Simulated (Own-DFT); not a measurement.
Si₃N₄ (beta silicon nitride, atoms displaced) (calculated)

All values are calculated (Own-DFT development build). A calculation, not a measurement: plane-wave PBE density functional theory by an unreviewed code, no spin, of a simulated periodic cell, stress positive in tension, free energy of the whole cell less one offset for each atom, forces on such cells passed a denser k mesh, this cell's mesh not checked; offsets are fitted by least squares, one for each functional and potential file, so energies compare only between cells with the same atoms and settings and are not formation energies; the far tail of each file's local potential was reset to the Coulomb form; each entry is a single point on an unrelaxed cell, so the pressure reflects the starting lattice, mostly measured values (interpolated for alloys), from which strain is counted, and rises with the displacements; printed positions are rounded, which can move forces by about a meV/angstrom; the program, named Own-DFT, is a retired in-house code; no spin-orbit coupling.

Common to all runs: functional PBE; potential files PseudoDojo norm-conserving, scalar-relativistic, standard set; wave cutoff 42 hartree; occupations Fermi-Dirac; smearing width 0.1 eV; k mesh 3 x 3 x 3 centred on Gamma.

(1) Si₃N₄ (beta silicon nitride, atoms displaced)

```
cell vectors (Å)
   7.6060     0.0000     0.0000
  -3.8030     6.5870     0.0000
   0.0000     0.0000     8.7270
atoms (fractions of the cell vectors)
Si  0.16617  0.76649  0.07857
Si  0.21833  0.41383  0.07615
Si  0.59426  0.82330  0.06322
Si  0.84182  0.25723  0.24061
Si  0.75570  0.59614  0.25074
Si  0.41313  0.16441  0.25222
N   0.34791  0.04457  0.07722
N   0.95815  0.30050  0.06770
N   0.68191  0.66649  0.08232
N   0.66623  0.98128  0.24388
N   0.00689  0.67705  0.25510
N   0.29996  0.34261  0.25954
N   0.35113  0.68051  0.08110
N   0.65405  0.32194  0.24484
Si  0.17991  0.77539  0.41678
Si  0.23716  0.42710  0.42338
Si  0.59265  0.82016  0.42839
Si  0.83622  0.26024  0.57806
Si  0.77133  0.63511  0.57187
Si  0.43175  0.19784  0.59311
N   0.33716  0.03630  0.40842
N   0.95701  0.32326  0.43104
N   0.69555  0.69759  0.40417
N   0.67598  0.98121  0.59495
N   0.06288  0.71166  0.58562
N   0.30037  0.33363  0.55684
N   0.30847  0.67695  0.41109
N   0.68494  0.33625  0.57673
Si  0.15525  0.74712  0.75215
Si  0.21798  0.38845  0.75394
Si  0.61584  0.82054  0.72974
Si  0.82847  0.24155  0.89084
Si  0.74247  0.59252  0.92969
Si  0.37838  0.16690  0.92924
N   0.33761  0.02982  0.75373
N   0.97084  0.28360  0.74630
N   0.70168  0.66208  0.73598
N   0.65938  0.95303  0.89984
N   0.03716  0.71691  0.90277
N   0.29065  0.30683  0.92221
N   0.35422  0.67342  0.75461
N   0.65080  0.32863  0.92852
```

It finds free energy of cell above offsets 9.937 eV; pressure 15.74 GPa; stress xx -22.95 GPa; stress yy -4.97 GPa; stress zz -19.3 GPa; stress yz 5 GPa; stress xz 5.41 GPa; stress xy 6.92 GPa.

Force:
| element | x (eV/Å) | y (eV/Å) | z (eV/Å) |
| --- | --- | --- | --- |
| Si | 1.679 | 1.332 | 0.72 |
| Si | 3.01 | -0.398 | 2.639 |
| Si | -1.024 | 5.367 | 3.455 |
| Si | -1.921 | -3.556 | 2.548 |
| Si | -0.095 | -3.037 | -1.34 |
| Si | -3.444 | 1.442 | -1.712 |
| N | -1.043 | -6.734 | 5.996 |
| N | 1.458 | 1.453 | -0.603 |
| N | 1.612 | -0.442 | 2.025 |
| N | 1.15 | -0.546 | 0.166 |
| N | 1.811 | 2.155 | -1.564 |
| N | -0.208 | -0.361 | -2.781 |
| N | -5.796 | -3.455 | -0.083 |
| N | 1.701 | 5.693 | 0.471 |
| Si | -6.525 | 4.372 | -0.823 |
| Si | -3.643 | -0.496 | -5.139 |
| Si | -10.59 | 8.731 | -2.901 |
| Si | 2.474 | -6.057 | 4.488 |
| Si | 6.811 | -3.962 | -2.007 |
| Si | -1.913 | -3.688 | -1.355 |
| N | -0.428 | -1.626 | 3.824 |
| N | 6.226 | 2.15 | -8.71 |
| N | 8.111 | -5.615 | 0.93 |
| N | 0.524 | 1.008 | -5.038 |
| N | -7.117 | -2.158 | -3.018 |
| N | 3.062 | -1.571 | 8.256 |
| N | 11.57 | -2.894 | 0.103 |
| N | -8.116 | 5.347 | 0.702 |
| Si | 7.927 | 5.279 | -2.095 |
| Si | 4.15 | 3.462 | -1.803 |
| Si | -4.978 | 0.682 | 5.45 |
| Si | -4.935 | -3.787 | 6.186 |
| Si | 4.597 | -2.667 | -5.056 |
| Si | 7.823 | -1.961 | -6.698 |
| N | -1.031 | 1.01 | -0.349 |
| N | 0.078 | 1.167 | -2.751 |
| N | 0.016 | -0.458 | 4.313 |
| N | 1.739 | 3.498 | -0.418 |
| N | -5.159 | -2.771 | 7.201 |
| N | -8.583 | 6.382 | -1.079 |
| N | -2.359 | -4.012 | -0.564 |
| N | 1.377 | 1.724 | -1.584 |

(2) Si₃N₄ (beta silicon nitride, atoms displaced)

```
cell vectors (Å)
   7.6060     0.0000     0.0000
  -3.8030     6.5870     0.0000
   0.0000     0.0000     8.7270
atoms (fractions of the cell vectors)
Si  0.20768  0.79095  0.07246
Si  0.23336  0.39501  0.07503
Si  0.59011  0.81538  0.08358
Si  0.80054  0.20536  0.25318
Si  0.76067  0.59719  0.25460
Si  0.41348  0.19724  0.22810
N   0.34584  0.05411  0.07146
N   0.98950  0.33211  0.10131
N   0.68979  0.66186  0.07470
N   0.66514  0.97210  0.25513
N   0.05348  0.68578  0.26514
N   0.30680  0.32478  0.24414
N   0.33713  0.67134  0.07275
N   0.67508  0.31937  0.25528
Si  0.16290  0.76379  0.41855
Si  0.23106  0.40584  0.43191
Si  0.60101  0.82921  0.42687
Si  0.85099  0.26267  0.58946
Si  0.78505  0.61424  0.58475
Si  0.41529  0.18168  0.59135
N   0.34050  0.02462  0.41468
N   0.96604  0.28385  0.42570
N   0.70329  0.66448  0.42328
N   0.64962  0.94841  0.56970
N   0.03072  0.69927  0.58839
N   0.31565  0.34211  0.56607
N   0.35009  0.65939  0.40568
N   0.65911  0.33855  0.59482
Si  0.17782  0.75734  0.76721
Si  0.21061  0.40260  0.75121
Si  0.60131  0.82157  0.75235
Si  0.81684  0.24055  0.90940
Si  0.76676  0.59085  0.91476
Si  0.39812  0.14205  0.90888
N   0.32351  0.00700  0.75394
N   0.98222  0.28653  0.74108
N   0.68246  0.64182  0.74331
N   0.68353  0.97632  0.90767
N   0.04381  0.71599  0.92130
N   0.30529  0.34658  0.89409
N   0.33945  0.66809  0.74467
N   0.66919  0.33489  0.92442
```

Results for Si₃N₄ (beta silicon nitride, atoms displaced): free energy of cell above offsets 7.635 eV; pressure 15.81 GPa; stress xx -17.36 GPa; stress yy -12.66 GPa; stress zz -17.4 GPa; stress yz -3.37 GPa; stress xz -2.94 GPa; stress xy 0.56 GPa.

Force:
| element | x (eV/Å) | y (eV/Å) | z (eV/Å) |
| --- | --- | --- | --- |
| Si | -2.914 | -2.357 | 4.868 |
| Si | -0.462 | 1.464 | 0.499 |
| Si | -0.301 | 2.893 | 0.144 |
| Si | 6.431 | 6.85 | 0.267 |
| Si | 4.312 | -1.765 | -0.709 |
| Si | 5.124 | -3.979 | 5.935 |
| N | -0.248 | -5.07 | 3.994 |
| N | -2.643 | -3.279 | -2.727 |
| N | 1.456 | -0.174 | 2.204 |
| N | 0.665 | -7.377 | -1.923 |
| N | -6 | -1.305 | -8.845 |
| N | -4.823 | 3.451 | -0.145 |
| N | 1.959 | -0.78 | -0.287 |
| N | -6.019 | 4.42 | -0.71 |
| Si | 6.272 | 3.784 | 4.17 |
| Si | -2.479 | 1.428 | -7.682 |
| Si | -0.708 | -5.694 | -8.309 |
| Si | -5.215 | -3.69 | -3.298 |
| Si | -0.674 | -3.643 | -0.264 |
| Si | -1.869 | -3.114 | -3.513 |
| N | -0.997 | 1.491 | 0.269 |
| N | 0.602 | 0.714 | -1.99 |
| N | -0.77 | 1.403 | -1.992 |
| N | 0.964 | 7.662 | 11.59 |
| N | 1.878 | 0.089 | 1.781 |
| N | 2.459 | -2.754 | 8.137 |
| N | -3.083 | 0.067 | 0.638 |
| N | 5.052 | 1.577 | 0.262 |
| Si | 0.461 | -0.401 | -5.509 |
| Si | 9.108 | 5.293 | -3.529 |
| Si | -0.763 | -0.264 | -3.286 |
| Si | 5.172 | -1.076 | 2.637 |
| Si | 0.465 | 0.501 | -0.602 |
| Si | -1.019 | 8.132 | -4.386 |
| N | 0.144 | 2.944 | -2.165 |
| N | -7.715 | -3.049 | 3.113 |
| N | -0.573 | 2.639 | 3.064 |
| N | -0.233 | -0.267 | 1.985 |
| N | -3.165 | -1.921 | 1.474 |
| N | 3.33 | -3.211 | 4.915 |
| N | -0.936 | -1.309 | 0.717 |
| N | -2.246 | -0.324 | -0.795 |

(3) Si₃N₄ (beta silicon nitride, atoms displaced)

```
cell vectors (Å)
   7.6060     0.0000     0.0000
  -3.8030     6.5870     0.0000
   0.0000     0.0000     8.7270
atoms (fractions of the cell vectors)
Si  0.17013  0.76329  0.07699
Si  0.20272  0.39915  0.08575
Si  0.59335  0.84260  0.09278
Si  0.83846  0.25066  0.23605
Si  0.77208  0.59457  0.23779
Si  0.37865  0.16385  0.25263
N   0.33762  0.02248  0.08008
N   0.97384  0.30660  0.09113
N   0.70508  0.67787  0.07792
N   0.66769  0.96112  0.26620
N   0.01318  0.69094  0.25926
N   0.32311  0.35262  0.25626
N   0.32348  0.65443  0.06393
N   0.67242  0.34340  0.22964
Si  0.17944  0.78281  0.40484
Si  0.23588  0.41681  0.43014
Si  0.59763  0.82288  0.42073
Si  0.82511  0.22019  0.57570
Si  0.77268  0.61688  0.58104
Si  0.42996  0.18617  0.56415
N   0.34049  0.04154  0.43051
N   0.98130  0.30559  0.43816
N   0.70257  0.66445  0.39974
N   0.68959  0.97700  0.58984
N   0.03612  0.71134  0.56906
N   0.31266  0.34477  0.57620
N   0.35751  0.68292  0.42064
N   0.67625  0.32710  0.58585
Si  0.18463  0.77439  0.75425
Si  0.21147  0.38552  0.74605
Si  0.60014  0.82605  0.73583
Si  0.82965  0.24213  0.89834
Si  0.78331  0.61837  0.90691
Si  0.41109  0.16844  0.92688
N   0.32679  0.02100  0.75172
N   0.97356  0.30840  0.73931
N   0.70714  0.66338  0.75728
N   0.67256  0.97749  0.91488
N   0.06799  0.70718  0.92241
N   0.29416  0.33355  0.89496
N   0.32495  0.64882  0.75345
N   0.67401  0.36580  0.90973
```

Results for Si₃N₄ (beta silicon nitride, atoms displaced): free energy of cell above offsets 6.206 eV; pressure 14.1 GPa; stress xx -12.43 GPa; stress yy -11.28 GPa; stress zz -18.57 GPa; stress yz 2.23 GPa; stress xz -2.39 GPa; stress xy -4.7 GPa.

Force:
| element | x (eV/Å) | y (eV/Å) | z (eV/Å) |
| --- | --- | --- | --- |
| Si | 3.523 | 0.755 | 7.088 |
| Si | 11.14 | 3.353 | -1.869 |
| Si | 0.789 | -3.273 | -2.213 |
| Si | -4.265 | -3.085 | 7.903 |
| Si | -3.664 | -0.852 | -0.386 |
| Si | 3.492 | 2.427 | -0.881 |
| N | -0.885 | 0.032 | 3.844 |
| N | -4.113 | -2.506 | -5.417 |
| N | -0.53 | 1.742 | -0.506 |
| N | -0.019 | 5.008 | -3.618 |
| N | 5.631 | 3.032 | -3.145 |
| N | -3.111 | -0.76 | -1.189 |
| N | 0.656 | 2.74 | 2.56 |
| N | -0.261 | -3.551 | 0.94 |
| Si | 1.591 | -1.659 | 3.413 |
| Si | 0.306 | 1.332 | -3.243 |
| Si | 3.216 | 0.587 | 0.589 |
| Si | -1.667 | 3.344 | 2.782 |
| Si | 3.438 | -3.011 | -2.011 |
| Si | -2.532 | 3.646 | 9.861 |
| N | -0.937 | -5.108 | -9.074 |
| N | 0.697 | 0.727 | -6.939 |
| N | -1.512 | 1.06 | 3.957 |
| N | -0.004 | -3.352 | -2.841 |
| N | -0.575 | 0.032 | 2.674 |
| N | 2.656 | -2.017 | 2.814 |
| N | -5.879 | -2.34 | -0.505 |
| N | -0.442 | 2.604 | -0.645 |
| Si | 1.367 | -1.921 | -3.611 |
| Si | 3.217 | 3.53 | -2.917 |
| Si | -2.318 | -2.928 | 5.78 |
| Si | -2.474 | -0.019 | 2.074 |
| Si | 3.234 | -1.094 | 7.006 |
| Si | -1.389 | 3.618 | -5.501 |
| N | 0.85 | 4.221 | -0.497 |
| N | -3.079 | -1.726 | 0.545 |
| N | -4.278 | 3.856 | -6.969 |
| N | 0.132 | 0.511 | -0.212 |
| N | -8.578 | -3.616 | -6.178 |
| N | 2.715 | -3.284 | 7.606 |
| N | 1.217 | 2.756 | -1.502 |
| N | 2.642 | -4.814 | 0.434 |

(4) Si₃N₄ (beta silicon nitride, atoms displaced)

```
cell vectors (Å)
   7.6060     0.0000     0.0000
  -3.8030     6.5870     0.0000
   0.0000     0.0000     8.7270
atoms (fractions of the cell vectors)
Si  0.17507  0.77673  0.08011
Si  0.20809  0.36317  0.06777
Si  0.62391  0.84117  0.10384
Si  0.83678  0.23310  0.25630
Si  0.74628  0.56713  0.25615
Si  0.42201  0.17770  0.24388
N   0.33690  0.02812  0.06966
N   0.94951  0.29930  0.08907
N   0.69426  0.64169  0.09479
N   0.67171  0.96949  0.27073
N   0.03170  0.69907  0.22354
N   0.28512  0.32352  0.24641
N   0.32562  0.66574  0.06221
N   0.67306  0.32672  0.26922
Si  0.16286  0.76839  0.41209
Si  0.22679  0.39733  0.42564
Si  0.60285  0.80539  0.42922
Si  0.84975  0.26097  0.59055
Si  0.76826  0.58837  0.57062
Si  0.41387  0.19713  0.59463
N   0.32716  0.03149  0.41029
N   0.94798  0.32192  0.42037
N   0.69634  0.66607  0.41301
N   0.64854  0.97796  0.59103
N   0.02051  0.66426  0.56641
N   0.28712  0.30964  0.59467
N   0.34332  0.66980  0.42097
N   0.66941  0.34308  0.56996
Si  0.18594  0.79428  0.73654
Si  0.23331  0.41565  0.74693
Si  0.59627  0.82376  0.74540
Si  0.84474  0.22982  0.92120
Si  0.79433  0.59695  0.90941
Si  0.37629  0.15562  0.90757
N   0.32824  0.03634  0.73802
N   0.98555  0.31445  0.75702
N   0.70818  0.66536  0.76098
N   0.66103  0.97134  0.90144
N   0.03123  0.67254  0.90413
N   0.30350  0.33024  0.93186
N   0.34324  0.68040  0.76331
N   0.66356  0.32144  0.89789
```

The calculation gives: free energy of cell above offsets 7.059 eV; pressure 12.13 GPa; stress xx -12.08 GPa; stress yy -8.46 GPa; stress zz -15.86 GPa; stress yz 3.2 GPa; stress xz 3.54 GPa; stress xy 1.58 GPa.

Force:
| element | x (eV/Å) | y (eV/Å) | z (eV/Å) |
| --- | --- | --- | --- |
| Si | 4.441 | -2.221 | -4.236 |
| Si | -5.931 | 7.852 | 10.73 |
| Si | -3.063 | -4.527 | -4.844 |
| Si | -2.868 | -2.226 | 0.55 |
| Si | 3.252 | 3.088 | -2.214 |
| Si | -2.82 | -1.78 | 0.384 |
| N | -0.569 | 1.141 | 2.182 |
| N | 3.961 | 0.293 | -0.248 |
| N | -1.749 | 2.708 | -3.132 |
| N | 1.236 | 0.976 | -0.881 |
| N | -3.627 | -1.781 | 7.922 |
| N | 1.413 | -1.341 | 1.101 |
| N | 2.27 | -0.544 | 2.09 |
| N | -0.664 | -1.352 | -1.304 |
| Si | 3.338 | 0.808 | -3.982 |
| Si | -1.227 | 1.814 | -2.709 |
| Si | -7.502 | 6.367 | 0.531 |
| Si | -4.242 | -3.656 | 1.417 |
| Si | -0.396 | 1.693 | 4.088 |
| Si | 5.007 | -3.384 | -5.117 |
| N | -0.571 | 0.365 | 1.478 |
| N | 6.955 | 1.447 | 0.273 |
| N | 4.253 | -2.857 | 0.72 |
| N | 2.702 | 0.498 | -1.72 |
| N | 0.078 | 2.373 | 2.822 |
| N | -4.346 | 3.307 | -1.438 |
| N | -1.212 | -2.315 | 0.317 |
| N | -0.094 | -2.227 | 1.356 |
| Si | 0.775 | -7.262 | 0.888 |
| Si | 1.729 | 2.838 | 2.916 |
| Si | 1.122 | 0.013 | 1.42 |
| Si | -6.732 | -1.839 | -2.945 |
| Si | -4.399 | -4.596 | 2.869 |
| Si | 5.08 | 3.655 | 1.171 |
| N | -0.828 | 0.449 | 1.366 |
| N | -0.568 | -0.816 | -0.83 |
| N | -1.783 | 1.459 | -5.001 |
| N | 2.643 | 1.247 | 4.776 |
| N | 2.802 | 4.2 | -0.365 |
| N | 3.585 | -2.309 | -10.96 |
| N | -1.292 | -2.128 | -2.314 |
| N | -0.162 | 0.57 | 0.875 |

(5) Si₃N₄ (beta silicon nitride, atoms displaced)

```
cell vectors (Å)
   7.6060     0.0000     0.0000
  -3.8030     6.5870     0.0000
   0.0000     0.0000     8.7270
atoms (fractions of the cell vectors)
Si  0.16239  0.75320  0.05835
Si  0.21539  0.38245  0.08769
Si  0.57194  0.82818  0.07052
Si  0.83436  0.24497  0.25107
Si  0.78730  0.62094  0.24758
Si  0.40871  0.21436  0.25733
N   0.30738  0.99432  0.07882
N   0.94381  0.29619  0.08683
N   0.72515  0.68717  0.08355
N   0.66835  0.95899  0.23913
N   0.03165  0.69775  0.25164
N   0.28253  0.35168  0.25837
N   0.33648  0.63683  0.08728
N   0.68725  0.35321  0.24448
Si  0.19226  0.74737  0.42775
Si  0.22469  0.39526  0.41272
Si  0.57906  0.81137  0.41362
Si  0.82489  0.22619  0.60060
Si  0.78961  0.58855  0.57405
Si  0.42798  0.18160  0.60008
N   0.34262  0.03226  0.39165
N   0.98070  0.28204  0.41665
N   0.72269  0.65409  0.42606
N   0.66378  0.97689  0.59032
N   0.04366  0.71196  0.59020
N   0.30273  0.32059  0.56384
N   0.34865  0.66785  0.41982
N   0.65645  0.33384  0.56505
Si  0.17545  0.78064  0.75214
Si  0.27023  0.41923  0.74771
Si  0.62886  0.84307  0.72921
Si  0.82990  0.24173  0.92327
Si  0.78308  0.60938  0.91011
Si  0.39199  0.17207  0.93564
N   0.32112  0.00771  0.75994
N   0.94666  0.27337  0.74468
N   0.68108  0.65183  0.76759
N   0.69237  0.96428  0.92037
N   0.03297  0.72755  0.91722
N   0.27186  0.32766  0.91808
N   0.33196  0.66905  0.74198
N   0.68166  0.35575  0.91718
```

It finds free energy of cell above offsets 12.385 eV; pressure 17.45 GPa; stress xx -14.66 GPa; stress yy -14.45 GPa; stress zz -23.25 GPa; stress yz 2.14 GPa; stress xz -5.39 GPa; stress xy -4.75 GPa.

Force:
| element | x (eV/Å) | y (eV/Å) | z (eV/Å) |
| --- | --- | --- | --- |
| Si | 4.369 | -2.399 | 10.41 |
| Si | -4.127 | 2.228 | -1.372 |
| Si | 4.123 | -1.487 | 2.573 |
| Si | -2.242 | -3.693 | 3.033 |
| Si | 0.625 | -1.846 | -0.693 |
| Si | 4.269 | -3.505 | 0.133 |
| N | 0.704 | 8.119 | 0.58 |
| N | 6.294 | 2.653 | -0.673 |
| N | -2.309 | 0.191 | -1.112 |
| N | -0.307 | 1.48 | 2.84 |
| N | 4.163 | 0.479 | 0.018 |
| N | 7.038 | -4.149 | -6.813 |
| N | -4.611 | 2.236 | -1.373 |
| N | -4.185 | -0.887 | 0.272 |
| Si | -6.594 | 5.266 | -4.251 |
| Si | -1.77 | 3.117 | 7.176 |
| Si | 7.22 | 5.719 | -1.618 |
| Si | -3.393 | 0.469 | -9.438 |
| Si | -0.735 | -0.52 | 4.855 |
| Si | -4.857 | -5.139 | -3.087 |
| N | 0.045 | -1.187 | 4.723 |
| N | -5.104 | -0.844 | 1.378 |
| N | -6.856 | 4.4 | -3.624 |
| N | -0.535 | 0.829 | -7.704 |
| N | -0.077 | -1.088 | -1.382 |
| N | 0.992 | 0.017 | 5.253 |
| N | -1.666 | -6.292 | 0.612 |
| N | 6.902 | 1.229 | 1.506 |
| Si | 1.797 | -7.199 | 0.309 |
| Si | -3.379 | 0.898 | -3.259 |
| Si | -1.934 | -5.296 | 10.18 |
| Si | -1.722 | -3.184 | -3.295 |
| Si | -1.324 | -0.951 | 5.722 |
| Si | 2.003 | -0.379 | -2.223 |
| N | 1.205 | 12 | -0.241 |
| N | 5.774 | 4.027 | 7.756 |
| N | -0.823 | 0.991 | -7.325 |
| N | -1.287 | 2.659 | -3.812 |
| N | -1.427 | -1.884 | -6.575 |
| N | 4.365 | -3.616 | 0.56 |
| N | 1.148 | 0.43 | 0.257 |
| N | -1.773 | -3.89 | -0.273 |
